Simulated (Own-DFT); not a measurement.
# Computed records: GaP (zincblende, strained, atoms displaced)

Computed with Own-DFT development build. A calculation, not a measurement: plane-wave PBE density functional theory by an unreviewed code, no spin, of a simulated periodic cell, stress positive in tension, free energy of the whole cell less one offset for each atom, forces on such cells passed a denser k mesh, this cell's mesh not checked; offsets are fitted by least squares, one for each functional and potential file, so energies compare only between cells with the same atoms and settings and are not formation energies; the far tail of each file's local potential was reset to the Coulomb form; each entry is a single point on an unrelaxed cell, so the pressure reflects the starting lattice, mostly measured values (interpolated for alloys), from which strain is counted, and rises with the displacements; printed positions are rounded, which can move forces by about a meV/angstrom; the program, named Own-DFT, is a retired in-house code; no spin-orbit coupling.

Common to all runs: functional PBE; potential files PseudoDojo norm-conserving, scalar-relativistic, standard set; wave cutoff 42 hartree; occupations Fermi-Dirac; smearing width 0.1 eV; hardware one NVIDIA H100; k mesh 3 x 3 x 3 centred on Gamma.

(1) GaP (zincblende, strained, atoms displaced)

```cif
# cell vector a (Å): 10.8620 0.0000 0.0000
# cell vector b (Å): 0.0000 10.8620 0.0000
# cell vector c (Å): 0.0000 0.0000 10.9361
data_GaP
_symmetry_space_group_name_H-M 'P 1'
_symmetry_Int_Tables_number 1
_cell_length_a 10.8620
_cell_length_b 10.8620
_cell_length_c 10.9361
_cell_angle_alpha 90.000
_cell_angle_beta 90.000
_cell_angle_gamma 90.000
_cell_volume 1290.27
loop_
_atom_site_label
_atom_site_type_symbol
_atom_site_fract_x
_atom_site_fract_y
_atom_site_fract_z
_atom_site_occupancy
Ga1 Ga 0.98639 0.00764 0.99967 1
Ga2 Ga 0.99823 0.25349 0.24664 1
Ga3 Ga 0.24162 0.99302 0.24045 1
Ga4 Ga 0.24827 0.26064 0.00913 1
P1 P 0.12253 0.11480 0.12202 1
P2 P 0.12562 0.36420 0.37735 1
P3 P 0.37211 0.12973 0.36118 1
P4 P 0.36905 0.37558 0.13673 1
Ga5 Ga 0.00201 0.99195 0.49306 1
Ga6 Ga 0.01150 0.25754 0.74135 1
Ga7 Ga 0.24950 0.00092 0.74663 1
Ga8 Ga 0.23992 0.25098 0.50890 1
P5 P 0.12747 0.13017 0.62686 1
P6 P 0.11296 0.36979 0.88000 1
P7 P 0.38102 0.13550 0.87758 1
P8 P 0.36548 0.36837 0.64112 1
Ga9 Ga 0.00660 0.50735 0.98253 1
Ga10 Ga 0.01855 0.75193 0.24102 1
Ga11 Ga 0.24395 0.51306 0.24534 1
Ga12 Ga 0.25250 0.74102 0.99851 1
P9 P 0.11730 0.62558 0.12228 1
P10 P 0.12636 0.87830 0.37932 1
P11 P 0.39083 0.63602 0.37483 1
P12 P 0.37199 0.86764 0.12577 1
Ga13 Ga 0.99879 0.50393 0.50847 1
Ga14 Ga 0.98937 0.75161 0.73312 1
Ga15 Ga 0.24522 0.50305 0.74826 1
Ga16 Ga 0.24686 0.74854 0.50314 1
P13 P 0.11618 0.62024 0.62841 1
P14 P 0.13846 0.86887 0.88031 1
P15 P 0.37897 0.62491 0.88394 1
P16 P 0.36246 0.87580 0.63124 1
Ga17 Ga 0.49488 0.00199 0.99078 1
Ga18 Ga 0.50471 0.26291 0.24466 1
Ga19 Ga 0.75054 0.00623 0.24877 1
Ga20 Ga 0.74019 0.24839 0.98714 1
P17 P 0.62495 0.13415 0.12461 1
P18 P 0.61767 0.38126 0.36472 1
P19 P 0.87233 0.13104 0.37569 1
P20 P 0.87669 0.36469 0.13202 1
Ga21 Ga 0.48377 0.99641 0.50130 1
Ga22 Ga 0.51213 0.23200 0.74765 1
Ga23 Ga 0.74147 0.99487 0.76183 1
Ga24 Ga 0.74048 0.24990 0.49557 1
P21 P 0.61324 0.13663 0.63860 1
P22 P 0.62085 0.38034 0.86946 1
P23 P 0.87034 0.13776 0.87599 1
P24 P 0.88443 0.36522 0.62723 1
Ga25 Ga 0.49615 0.49818 0.99145 1
Ga26 Ga 0.49429 0.75304 0.25915 1
Ga27 Ga 0.74795 0.50345 0.25976 1
Ga28 Ga 0.75794 0.75742 0.01015 1
P25 P 0.63668 0.61932 0.11454 1
P26 P 0.62056 0.87019 0.36718 1
P27 P 0.86988 0.61799 0.36810 1
P28 P 0.88327 0.88059 0.12779 1
Ga29 Ga 0.50238 0.49046 0.48700 1
Ga30 Ga 0.48901 0.74225 0.75270 1
Ga31 Ga 0.74619 0.49659 0.74239 1
Ga32 Ga 0.76162 0.75044 0.50290 1
P29 P 0.62794 0.63206 0.61708 1
P30 P 0.62538 0.87834 0.88768 1
P31 P 0.88440 0.62033 0.87878 1
P32 P 0.87403 0.86386 0.61617 1
```

| Quantity | Value |
| --- | --- |
| free energy of cell above offsets | -27.256 eV |
| pressure | 5.02 GPa |
| stress xx | -5.2 GPa |
| stress yy | -5.25 GPa |
| stress zz | -4.61 GPa |
| stress yz | -0.33 GPa |
| stress xz | 0.2 GPa |
| stress xy | 1.45 GPa |
| wall time | 551.4 s |

Force:
| element | x (eV/Å) | y (eV/Å) | z (eV/Å) |
| --- | --- | --- | --- |
| Ga | 1.148 | -0.341 | -0.873 |
| Ga | 0.951 | -1.181 | 0.525 |
| Ga | 1.035 | 0.357 | 0.539 |
| Ga | -0.204 | -1.137 | -0.377 |
| P | -0.281 | 1.407 | -0.119 |
| P | -0.33 | 2.014 | -0.262 |
| P | -0.264 | -0.227 | 1.062 |
| P | 0.199 | 1.398 | -1.268 |
| Ga | -1.046 | 1.6 | 1.014 |
| Ga | -0.842 | -1.292 | 1.107 |
| Ga | -0.28 | 0.819 | 1.614 |
| Ga | 1.822 | 0.146 | -1.149 |
| P | -0.851 | -2.069 | -0.079 |
| P | 2.248 | 0.337 | -0.376 |
| P | -1.47 | -0.467 | -0.071 |
| P | 1.342 | 0.176 | -1.411 |
| Ga | -0.504 | -1.302 | 2.667 |
| Ga | -2.023 | 0.733 | 1.518 |
| Ga | 0.539 | -0.732 | 1.482 |
| Ga | -0.117 | 0.521 | 0.925 |
| P | 1.2 | -0.792 | -1.206 |
| P | 0.693 | -1.114 | -0.813 |
| P | -3.06 | -2.073 | 1.369 |
| P | 0.314 | 0.407 | -0.438 |
| Ga | -0.505 | -1.291 | -1.734 |
| Ga | 1.531 | -0.722 | 2.728 |
| Ga | 0.059 | -0.298 | 1.193 |
| Ga | 0.14 | -0.468 | -0.089 |
| P | 1.233 | 0.922 | -0.353 |
| P | -2.133 | 0.969 | -1.161 |
| P | -1.203 | -0.582 | -1.36 |
| P | 1.123 | -0.811 | -0.476 |
| Ga | -0.144 | 0.289 | 1.816 |
| Ga | -0.648 | -1.707 | -0.037 |
| Ga | -0.331 | -0.222 | 0.153 |
| Ga | 0.15 | 1.163 | 1.513 |
| P | -0.433 | -0.893 | -0.499 |
| P | 1.46 | -0.983 | 0.937 |
| P | 0.241 | -0.793 | 0.218 |
| P | -1.215 | 1.883 | -1.739 |
| Ga | 0.767 | 0.556 | -0.686 |
| Ga | -4.451 | 5.253 | 4.441 |
| Ga | 0.875 | 0.893 | -0.981 |
| Ga | 0.209 | 0.205 | 0.562 |
| P | 4.648 | -5.283 | -5.745 |
| P | -0.04 | -0.636 | -0.332 |
| P | 0.931 | -1.253 | -1.587 |
| P | -2.023 | 1.245 | -1.062 |
| Ga | 0.676 | -0.655 | 1.665 |
| Ga | 1.565 | 0.386 | -2.958 |
| Ga | 0.037 | -0.938 | -2.303 |
| Ga | 0.245 | -0.655 | -0.653 |
| P | -1.339 | 0.228 | 1.031 |
| P | 1.311 | 1.362 | 1.614 |
| P | 2.069 | 1.665 | 1.294 |
| P | -0.461 | -0.244 | 0.647 |
| Ga | -1.25 | 0.986 | 2.337 |
| Ga | 1.267 | 0.956 | -0.421 |
| Ga | 0.778 | 0.425 | 0.247 |
| Ga | -1.879 | -1.056 | -2.402 |
| P | -0.752 | -0.946 | 0.507 |
| P | -0.335 | -1.533 | -0.845 |
| P | -2.345 | 1.96 | -1.866 |
| P | -0.047 | 3.435 | 1.009 |

(2) GaP (zincblende, strained, atoms displaced)

```cif
# cell vector a (Å): 10.8620 0.0000 0.0000
# cell vector b (Å): 0.0000 10.8620 0.0000
# cell vector c (Å): 0.0000 0.0000 10.9361
data_GaP
_symmetry_space_group_name_H-M 'P 1'
_symmetry_Int_Tables_number 1
_cell_length_a 10.8620
_cell_length_b 10.8620
_cell_length_c 10.9361
_cell_angle_alpha 90.000
_cell_angle_beta 90.000
_cell_angle_gamma 90.000
_cell_volume 1290.27
loop_
_atom_site_label
_atom_site_type_symbol
_atom_site_fract_x
_atom_site_fract_y
_atom_site_fract_z
_atom_site_occupancy
Ga1 Ga 0.99742 0.00069 0.99651 1
Ga2 Ga 0.00667 0.25087 0.25291 1
Ga3 Ga 0.24770 0.01036 0.25124 1
Ga4 Ga 0.25991 0.24717 0.00529 1
P1 P 0.12212 0.11857 0.12683 1
P2 P 0.12932 0.38313 0.38691 1
P3 P 0.38444 0.12245 0.37359 1
P4 P 0.36382 0.37115 0.12022 1
Ga5 Ga 0.99787 0.99680 0.49512 1
Ga6 Ga 0.99553 0.25509 0.73563 1
Ga7 Ga 0.24999 0.99477 0.73940 1
Ga8 Ga 0.24995 0.26598 0.48949 1
P5 P 0.12102 0.11728 0.61885 1
P6 P 0.12051 0.38380 0.87206 1
P7 P 0.38305 0.11844 0.87870 1
P8 P 0.37254 0.37770 0.62626 1
Ga9 Ga 0.99585 0.50178 0.00516 1
Ga10 Ga 0.99499 0.75400 0.26410 1
Ga11 Ga 0.25493 0.50469 0.25423 1
Ga12 Ga 0.25717 0.74153 0.99853 1
P9 P 0.12072 0.62987 0.12397 1
P10 P 0.12547 0.88667 0.37224 1
P11 P 0.38145 0.63966 0.37441 1
P12 P 0.36859 0.87817 0.13062 1
Ga13 Ga 0.99683 0.49050 0.49771 1
Ga14 Ga 0.99662 0.75196 0.73813 1
Ga15 Ga 0.25452 0.49513 0.75853 1
Ga16 Ga 0.25058 0.73938 0.51293 1
P13 P 0.11611 0.63819 0.63795 1
P14 P 0.13358 0.88175 0.86612 1
P15 P 0.37697 0.63456 0.87260 1
P16 P 0.37686 0.87674 0.62474 1
Ga17 Ga 0.49622 0.99941 0.00443 1
Ga18 Ga 0.50466 0.25235 0.24273 1
Ga19 Ga 0.75542 0.99512 0.24807 1
Ga20 Ga 0.74260 0.26372 0.00732 1
P17 P 0.62539 0.11972 0.12575 1
P18 P 0.62708 0.37635 0.38420 1
P19 P 0.87272 0.14388 0.37118 1
P20 P 0.87169 0.37585 0.11652 1
Ga21 Ga 0.50991 0.01170 0.50668 1
Ga22 Ga 0.49779 0.23525 0.75549 1
Ga23 Ga 0.75683 0.99479 0.75248 1
Ga24 Ga 0.75793 0.25257 0.48267 1
P21 P 0.61659 0.11471 0.62528 1
P22 P 0.63270 0.37615 0.88236 1
P23 P 0.87635 0.13392 0.86696 1
P24 P 0.87136 0.39342 0.62409 1
Ga25 Ga 0.49484 0.49877 0.98977 1
Ga26 Ga 0.49735 0.73967 0.24954 1
Ga27 Ga 0.73441 0.51167 0.24900 1
Ga28 Ga 0.75386 0.75079 0.01309 1
P25 P 0.62135 0.62098 0.12418 1
P26 P 0.60826 0.87634 0.37597 1
P27 P 0.87993 0.62884 0.37467 1
P28 P 0.87007 0.86723 0.12119 1
Ga29 Ga 0.49905 0.49031 0.49914 1
Ga30 Ga 0.50205 0.74798 0.75985 1
Ga31 Ga 0.75082 0.49661 0.74755 1
Ga32 Ga 0.76018 0.73248 0.50279 1
P29 P 0.64548 0.61866 0.62887 1
P30 P 0.64135 0.87542 0.88002 1
P31 P 0.87494 0.62181 0.87067 1
P32 P 0.87044 0.86847 0.62015 1
```

| Item | Value |
| --- | --- |
| free energy of cell above offsets | -28.450 eV |
| pressure | 4.76 GPa |
| stress xx | -5.1 GPa |
| stress yy | -4.59 GPa |
| stress zz | -4.58 GPa |
| stress yz | -0.19 GPa |
| stress xz | 0.93 GPa |
| stress xy | 0.13 GPa |
| wall time | 577.1 s |

Force:
| element | x (eV/Å) | y (eV/Å) | z (eV/Å) |
| --- | --- | --- | --- |
| Ga | 0.043 | -0.267 | -0.62 |
| Ga | 0.074 | 0.964 | -0.761 |
| Ga | 0.605 | -0.555 | 0.29 |
| Ga | -2.097 | -1.034 | -1.718 |
| P | 0 | 1.133 | -0.541 |
| P | -0.761 | 0.353 | -2.64 |
| P | -0.78 | 1.3 | 0.066 |
| P | 1.922 | 1.563 | 1.361 |
| Ga | -0.78 | 0.468 | 0.16 |
| Ga | 0.665 | -0.009 | 0.35 |
| Ga | 0.298 | 1.04 | 0.442 |
| Ga | 1.249 | -2.79 | 1.515 |
| P | 0.56 | 1.5 | -0.184 |
| P | 0.23 | -1.523 | 0.686 |
| P | -1.764 | -0.024 | -0.289 |
| P | 0.38 | -0.659 | 0.527 |
| Ga | 0.322 | 0.409 | -0.798 |
| Ga | 1.174 | 0.812 | -1.55 |
| Ga | -0.445 | 0.521 | -0.298 |
| Ga | -1.24 | 1.685 | 0.601 |
| P | 0.242 | -0.204 | 0.763 |
| P | 0.372 | -1.397 | 0.51 |
| P | -1.303 | -2.575 | 1.535 |
| P | 0.395 | -0.746 | -0.395 |
| Ga | 0.355 | 2.309 | 0.563 |
| Ga | -1.069 | 1.609 | 2.704 |
| Ga | -0.507 | 1.118 | -0.594 |
| Ga | -0.234 | 1.372 | -0.658 |
| P | 2.031 | -3.477 | -2.072 |
| P | -1.201 | -1.23 | 1.157 |
| P | -0.041 | -1.808 | 0.097 |
| P | 0.923 | -0.589 | -0.273 |
| Ga | 0.929 | -0.965 | 0.082 |
| Ga | -0.173 | -0.032 | 0.5 |
| Ga | -0.85 | 0.197 | 0.687 |
| Ga | 0.517 | -2.479 | -0.188 |
| P | 0.431 | 0.619 | -0.199 |
| P | -0.542 | 0.107 | -1.967 |
| P | 1.439 | -3.286 | -1.016 |
| P | 0.573 | 0.586 | 2.355 |
| Ga | -2.448 | -2.461 | -1.877 |
| Ga | 0.69 | 1.551 | -0.438 |
| Ga | -0.061 | 0.584 | -0.496 |
| Ga | -1.445 | 0.928 | 3.293 |
| P | 3.355 | 2.499 | 1.727 |
| P | -1.616 | 0.192 | -1.91 |
| P | -0.462 | -0.019 | 0.821 |
| P | 0.111 | -2.851 | -0.748 |
| Ga | -0.043 | -0.08 | 0.637 |
| Ga | 0.765 | 2.186 | -1.208 |
| Ga | 1.85 | -1.409 | 0.876 |
| Ga | -0.932 | -1.652 | -2.027 |
| P | -1.022 | 0.717 | -1.018 |
| P | 2.149 | -0.614 | -0.034 |
| P | -0.442 | -1.858 | -0.344 |
| P | 2.014 | 1.526 | 1.454 |
| Ga | 0.117 | 1.657 | 0.668 |
| Ga | 1.595 | 1.176 | -1.429 |
| Ga | -0.024 | 0.127 | 2.011 |
| Ga | -1.224 | 1.827 | -0.508 |
| P | -3.361 | 0.436 | -0.391 |
| P | -1.7 | -0.312 | 0.453 |
| P | 0.065 | 0.75 | 0.657 |
| P | 0.124 | 1.085 | -0.359 |

(3) GaP (zincblende, strained, atoms displaced)

```cif
# cell vector a (Å): 10.8620 0.0000 0.0000
# cell vector b (Å): 0.0000 10.8620 0.0000
# cell vector c (Å): 0.0000 0.0000 10.9361
data_GaP
_symmetry_space_group_name_H-M 'P 1'
_symmetry_Int_Tables_number 1
_cell_length_a 10.8620
_cell_length_b 10.8620
_cell_length_c 10.9361
_cell_angle_alpha 90.000
_cell_angle_beta 90.000
_cell_angle_gamma 90.000
_cell_volume 1290.27
loop_
_atom_site_label
_atom_site_type_symbol
_atom_site_fract_x
_atom_site_fract_y
_atom_site_fract_z
_atom_site_occupancy
Ga1 Ga 0.00427 0.00121 0.02002 1
Ga2 Ga 0.99198 0.25003 0.24059 1
Ga3 Ga 0.24975 0.00271 0.24388 1
Ga4 Ga 0.25480 0.25214 0.00100 1
P1 P 0.11991 0.13385 0.11568 1
P2 P 0.12603 0.37230 0.37425 1
P3 P 0.37322 0.13767 0.37529 1
P4 P 0.36751 0.36305 0.12292 1
Ga5 Ga 0.99848 0.00443 0.49689 1
Ga6 Ga 0.99338 0.25083 0.75837 1
Ga7 Ga 0.25127 0.99546 0.74772 1
Ga8 Ga 0.25501 0.24357 0.49287 1
P5 P 0.12023 0.12632 0.62247 1
P6 P 0.11352 0.37561 0.86626 1
P7 P 0.38857 0.12477 0.86906 1
P8 P 0.37183 0.37688 0.62010 1
Ga9 Ga 0.99469 0.49880 0.00736 1
Ga10 Ga 0.00941 0.74863 0.24508 1
Ga11 Ga 0.22929 0.51116 0.23783 1
Ga12 Ga 0.25354 0.75605 0.01200 1
P9 P 0.13106 0.61800 0.11821 1
P10 P 0.12122 0.86054 0.38912 1
P11 P 0.37344 0.63207 0.37638 1
P12 P 0.38382 0.87152 0.13269 1
Ga13 Ga 0.00602 0.48177 0.49903 1
Ga14 Ga 0.99560 0.75872 0.74867 1
Ga15 Ga 0.25088 0.50113 0.74628 1
Ga16 Ga 0.25725 0.73405 0.49986 1
P13 P 0.12198 0.62680 0.61580 1
P14 P 0.13495 0.86486 0.88526 1
P15 P 0.37160 0.63113 0.88305 1
P16 P 0.36826 0.87918 0.63371 1
Ga17 Ga 0.49360 0.99571 0.00290 1
Ga18 Ga 0.50035 0.24595 0.24460 1
Ga19 Ga 0.74967 0.99629 0.25098 1
Ga20 Ga 0.75188 0.24323 0.01124 1
P17 P 0.63247 0.10274 0.12485 1
P18 P 0.62744 0.38056 0.37430 1
P19 P 0.87528 0.13592 0.38138 1
P20 P 0.87881 0.37344 0.12437 1
Ga21 Ga 0.50446 0.00426 0.50460 1
Ga22 Ga 0.49732 0.25685 0.75521 1
Ga23 Ga 0.74624 0.99151 0.75531 1
Ga24 Ga 0.74573 0.24943 0.51099 1
P21 P 0.62674 0.13053 0.62144 1
P22 P 0.63069 0.36837 0.87370 1
P23 P 0.87480 0.11223 0.87570 1
P24 P 0.88085 0.37862 0.63049 1
Ga25 Ga 0.50890 0.50185 0.99800 1
Ga26 Ga 0.49142 0.74981 0.24618 1
Ga27 Ga 0.75328 0.48882 0.25246 1
Ga28 Ga 0.73815 0.75458 0.99848 1
P25 P 0.61485 0.62799 0.11177 1
P26 P 0.62476 0.87870 0.37670 1
P27 P 0.87018 0.63188 0.37382 1
P28 P 0.85386 0.86355 0.12650 1
Ga29 Ga 0.50075 0.50945 0.50513 1
Ga30 Ga 0.50023 0.74333 0.74484 1
Ga31 Ga 0.75547 0.50134 0.75264 1
Ga32 Ga 0.75766 0.75414 0.50432 1
P29 P 0.62187 0.63350 0.62973 1
P30 P 0.62465 0.87656 0.86983 1
P31 P 0.87858 0.62683 0.85739 1
P32 P 0.87513 0.87480 0.61088 1
```

| Item | Value |
| --- | --- |
| free energy of cell above offsets | -29.208 eV |
| pressure | 4.44 GPa |
| stress xx | -4.59 GPa |
| stress yy | -4.59 GPa |
| stress zz | -4.13 GPa |
| stress yz | -0.08 GPa |
| stress xz | -0.03 GPa |
| stress xy | -0.59 GPa |
| wall time | 582.6 s |

Force:
| element | x (eV/Å) | y (eV/Å) | z (eV/Å) |
| --- | --- | --- | --- |
| Ga | -1.468 | -1.871 | -1.862 |
| Ga | 1.092 | -0.254 | 1.592 |
| Ga | -0.539 | -0.039 | 1.126 |
| Ga | -0.895 | -0.585 | -2.301 |
| P | 1.205 | -0.12 | 1.477 |
| P | 0.228 | -0.426 | -1.247 |
| P | 1.212 | -2.482 | -1.02 |
| P | 1.274 | 2.372 | 0.856 |
| Ga | 0.314 | -0.113 | -0.251 |
| Ga | -0.262 | -1.173 | -0.729 |
| Ga | -1.055 | 1.198 | 1.143 |
| Ga | -1.435 | 1.183 | 1.397 |
| P | 0.515 | 0.076 | 0.612 |
| P | 1.619 | 0.518 | 1.546 |
| P | -1.886 | -0.467 | 0.911 |
| P | 0.386 | -0.147 | 0.335 |
| Ga | 0.28 | 0.427 | -2.014 |
| Ga | -1.137 | -0.087 | 0.274 |
| Ga | 3.208 | -3.016 | 3.259 |
| Ga | 0.6 | -0.717 | -0.32 |
| P | -2.436 | 2.636 | -1.796 |
| P | 0.676 | 1.417 | -1.481 |
| P | 0.632 | -1.875 | -1.622 |
| P | -1.797 | 1.533 | -0.921 |
| Ga | -0.729 | 1.927 | -0.102 |
| Ga | 1.16 | 0.016 | -0.664 |
| Ga | -0.598 | 0.58 | 0.291 |
| Ga | -0.761 | 2.003 | 1.282 |
| P | -0.206 | -0.633 | 1.079 |
| P | -1.466 | 1.593 | -0.65 |
| P | 0.41 | -0.91 | -0.738 |
| P | 1.447 | -1.346 | -1.874 |
| Ga | 0.813 | -0.017 | -0.849 |
| Ga | 0.734 | 0.131 | 0.084 |
| Ga | 0.823 | 0.011 | 1.62 |
| Ga | -0.117 | -0.492 | -1.135 |
| P | -1.296 | 2.189 | -0.221 |
| P | -0.924 | -0.942 | 0.564 |
| P | -0.368 | -0.833 | -1.068 |
| P | -1.208 | 0.327 | -0.179 |
| Ga | -0.972 | -0.214 | -0.369 |
| Ga | 0.582 | 0.131 | -1.382 |
| Ga | 0.738 | 0.907 | -1.548 |
| Ga | 0.944 | 1.445 | -0.968 |
| P | -0.692 | -0.82 | 1.849 |
| P | 0.346 | 0.638 | 0.683 |
| P | 0.268 | 0.577 | 0.639 |
| P | -1.045 | -0.712 | -0.318 |
| Ga | -1.712 | -1.391 | -0.952 |
| Ga | 2.008 | -0.799 | 1.451 |
| Ga | -0.046 | 1.842 | -0.365 |
| Ga | 0.452 | -1.021 | -1.474 |
| P | 1.272 | -0.077 | 2.265 |
| P | -0.347 | -0.744 | 0.131 |
| P | 0.909 | -1.511 | -0.311 |
| P | 2.879 | 0.748 | 0.522 |
| Ga | 0.037 | -0.465 | -0.594 |
| Ga | -1.247 | 1.369 | 1.425 |
| Ga | -0.991 | -0.386 | -0.661 |
| Ga | -1.724 | -0.877 | -1.129 |
| P | 1.533 | -1.255 | -0.914 |
| P | -1.45 | -0.701 | 0.535 |
| P | -0.284 | 0.349 | 2.795 |
| P | 0.494 | 1.377 | 2.285 |

(4) GaP (zincblende, strained, atoms displaced)

```cif
# cell vector a (Å): 10.8620 0.0000 0.0000
# cell vector b (Å): 0.0000 10.8620 0.0000
# cell vector c (Å): 0.0000 0.0000 10.9361
data_GaP
_symmetry_space_group_name_H-M 'P 1'
_symmetry_Int_Tables_number 1
_cell_length_a 10.8620
_cell_length_b 10.8620
_cell_length_c 10.9361
_cell_angle_alpha 90.000
_cell_angle_beta 90.000
_cell_angle_gamma 90.000
_cell_volume 1290.27
loop_
_atom_site_label
_atom_site_type_symbol
_atom_site_fract_x
_atom_site_fract_y
_atom_site_fract_z
_atom_site_occupancy
Ga1 Ga 0.99496 0.99913 0.01074 1
Ga2 Ga 0.99577 0.24583 0.25503 1
Ga3 Ga 0.24076 0.00850 0.25569 1
Ga4 Ga 0.24972 0.23704 0.01252 1
P1 P 0.13053 0.11179 0.12216 1
P2 P 0.12810 0.37703 0.38073 1
P3 P 0.37222 0.11599 0.38264 1
P4 P 0.38143 0.37223 0.11713 1
Ga5 Ga 0.00490 0.00276 0.49341 1
Ga6 Ga 0.00244 0.24736 0.75642 1
Ga7 Ga 0.26024 0.00501 0.75157 1
Ga8 Ga 0.25378 0.23589 0.50817 1
P5 P 0.13058 0.11751 0.62192 1
P6 P 0.13071 0.38045 0.86988 1
P7 P 0.37540 0.12587 0.88348 1
P8 P 0.36364 0.38061 0.63373 1
Ga9 Ga 0.01407 0.50572 0.99265 1
Ga10 Ga 0.00411 0.75200 0.25141 1
Ga11 Ga 0.25246 0.51748 0.25825 1
Ga12 Ga 0.24114 0.75342 0.00863 1
P9 P 0.12735 0.63138 0.10855 1
P10 P 0.12593 0.86836 0.38271 1
P11 P 0.37230 0.62605 0.37575 1
P12 P 0.36693 0.88382 0.12923 1
Ga13 Ga 0.00641 0.49293 0.50807 1
Ga14 Ga 0.99538 0.74983 0.75784 1
Ga15 Ga 0.25034 0.49718 0.76248 1
Ga16 Ga 0.24922 0.74715 0.50034 1
P13 P 0.13669 0.62878 0.61402 1
P14 P 0.12626 0.88847 0.87378 1
P15 P 0.37708 0.63167 0.87057 1
P16 P 0.37409 0.87532 0.64035 1
Ga17 Ga 0.50349 0.99404 0.00453 1
Ga18 Ga 0.51224 0.25787 0.25249 1
Ga19 Ga 0.75634 0.00439 0.24813 1
Ga20 Ga 0.75020 0.24966 0.98811 1
P17 P 0.62432 0.12162 0.13342 1
P18 P 0.61019 0.37969 0.37506 1
P19 P 0.86386 0.13775 0.37924 1
P20 P 0.88267 0.36515 0.12815 1
Ga21 Ga 0.50364 0.98782 0.50329 1
Ga22 Ga 0.49484 0.25930 0.74541 1
Ga23 Ga 0.74843 0.99340 0.74280 1
Ga24 Ga 0.75154 0.25619 0.50098 1
P21 P 0.61763 0.13102 0.62420 1
P22 P 0.62483 0.38489 0.88676 1
P23 P 0.88045 0.13275 0.88401 1
P24 P 0.87593 0.37685 0.62074 1
Ga25 Ga 0.50639 0.49247 0.99375 1
Ga26 Ga 0.51028 0.75150 0.24811 1
Ga27 Ga 0.76333 0.50578 0.24793 1
Ga28 Ga 0.74578 0.76473 0.99544 1
P25 P 0.62834 0.61364 0.10848 1
P26 P 0.62126 0.87345 0.38062 1
P27 P 0.87050 0.62237 0.37757 1
P28 P 0.88294 0.86012 0.12588 1
Ga29 Ga 0.51312 0.51454 0.50619 1
Ga30 Ga 0.49528 0.73701 0.75683 1
Ga31 Ga 0.74484 0.48883 0.75813 1
Ga32 Ga 0.74969 0.73881 0.48308 1
P29 P 0.62689 0.61629 0.61536 1
P30 P 0.61936 0.87206 0.87320 1
P31 P 0.86114 0.63018 0.87145 1
P32 P 0.87816 0.88278 0.62805 1
```

| Quantity | Value |
| --- | --- |
| pressure | ? |
| stress zz | ? |

**Q.** What pressure does the calculation give for GaP (zincblende, strained, atoms displaced) (entry 4)?
**A.** 4.71 GPa

**Q.** What stress zz does the calculation give for GaP (zincblende, strained, atoms displaced) (entry 4)?
**A.** -4.36 GPa

Further results for GaP (zincblende, strained, atoms displaced) (entry 4):

| Quantity | Value |
| --- | --- |
| free energy of cell above offsets | -28.475 eV |
| stress xx | -5 GPa |
| stress yy | -4.76 GPa |
| stress yz | -0.91 GPa |
| stress xz | 0.61 GPa |
| stress xy | -0.77 GPa |
| wall time | 566.4 s |

Force:
| element | x (eV/Å) | y (eV/Å) | z (eV/Å) |
| --- | --- | --- | --- |
| Ga | 0.202 | -0.316 | -1.012 |
| Ga | 1.372 | 0.131 | -0.057 |
| Ga | 0.967 | -1.328 | 0.88 |
| Ga | 0.414 | 1.455 | -1.041 |
| P | -1.874 | 1.36 | 1.029 |
| P | 0.341 | -0.764 | -0.753 |
| P | 1.081 | 0.61 | -0.645 |
| P | -0.744 | 0.317 | 1.281 |
| Ga | -1.029 | 0.112 | 0.438 |
| Ga | 0.363 | 0.287 | -1.119 |
| Ga | -0.725 | 0.288 | 0.556 |
| Ga | 0.192 | 1.637 | -0.452 |
| P | -0.938 | 0.286 | 1.121 |
| P | -0.842 | -1.861 | 1.517 |
| P | 0.844 | 0.199 | -0.591 |
| P | 1.18 | -0.109 | -1.395 |
| Ga | -2.092 | -0.746 | -0.119 |
| Ga | 0.334 | -1.237 | 0.509 |
| Ga | -0.902 | -1.972 | -1.708 |
| Ga | 1.994 | 2.094 | -2.073 |
| P | -0.862 | -1.229 | 3.181 |
| P | -0.186 | 0.825 | -1.117 |
| P | 1.897 | 1.22 | 0.663 |
| P | 0.701 | -0.956 | 0.313 |
| Ga | 0.083 | 1.048 | -0.541 |
| Ga | 0.866 | 0.35 | -0.865 |
| Ga | 0.543 | 1.769 | -1.472 |
| Ga | 1.583 | 1.147 | 0 |
| P | -1.929 | -1.203 | 2.594 |
| P | -0.452 | -1.015 | 0.327 |
| P | -1.486 | -1.725 | 2.5 |
| P | 0.696 | -1.032 | -1.531 |
| Ga | -0.611 | 0.511 | 0.078 |
| Ga | -2.042 | -1.357 | -0.682 |
| Ga | -0.06 | -0.905 | 0.402 |
| Ga | -0.393 | 0.272 | 2.042 |
| P | 0.442 | 0.356 | -1.301 |
| P | 2.523 | 1.002 | 0.845 |
| P | 1.404 | -1.833 | -0.416 |
| P | -0.364 | 1.316 | -1.134 |
| Ga | -1.083 | 0.883 | 0.851 |
| Ga | 0.014 | -0.27 | 1.032 |
| Ga | -0.48 | 1.319 | 0.779 |
| Ga | -1.703 | 0.564 | 0.329 |
| P | 0.769 | -0.379 | 0.057 |
| P | 0.741 | -2.88 | -2.388 |
| P | -0.349 | -1.671 | -1.017 |
| P | -0.123 | -0.516 | 1.593 |
| Ga | -2.714 | 1.834 | 1.002 |
| Ga | -1.029 | -0.552 | -0.812 |
| Ga | -1.323 | -1.281 | -0.816 |
| Ga | 0.075 | -1.435 | 0.411 |
| P | 0.599 | 1.666 | 1.713 |
| P | 1.354 | -0.033 | -1.142 |
| P | 2.586 | -0.56 | -0.623 |
| P | -1.257 | 1.718 | 0.159 |
| Ga | -3.844 | -2.777 | -2.048 |
| Ga | 1.583 | 1.318 | -2.027 |
| Ga | 0.738 | 0.941 | -1.369 |
| Ga | -0.554 | 1.781 | 2.15 |
| P | 2.249 | 2.551 | 3.306 |
| P | 0.077 | 0.671 | -0.532 |
| P | 1.079 | -0.563 | 0.468 |
| P | 0.104 | -1.333 | -1.326 |
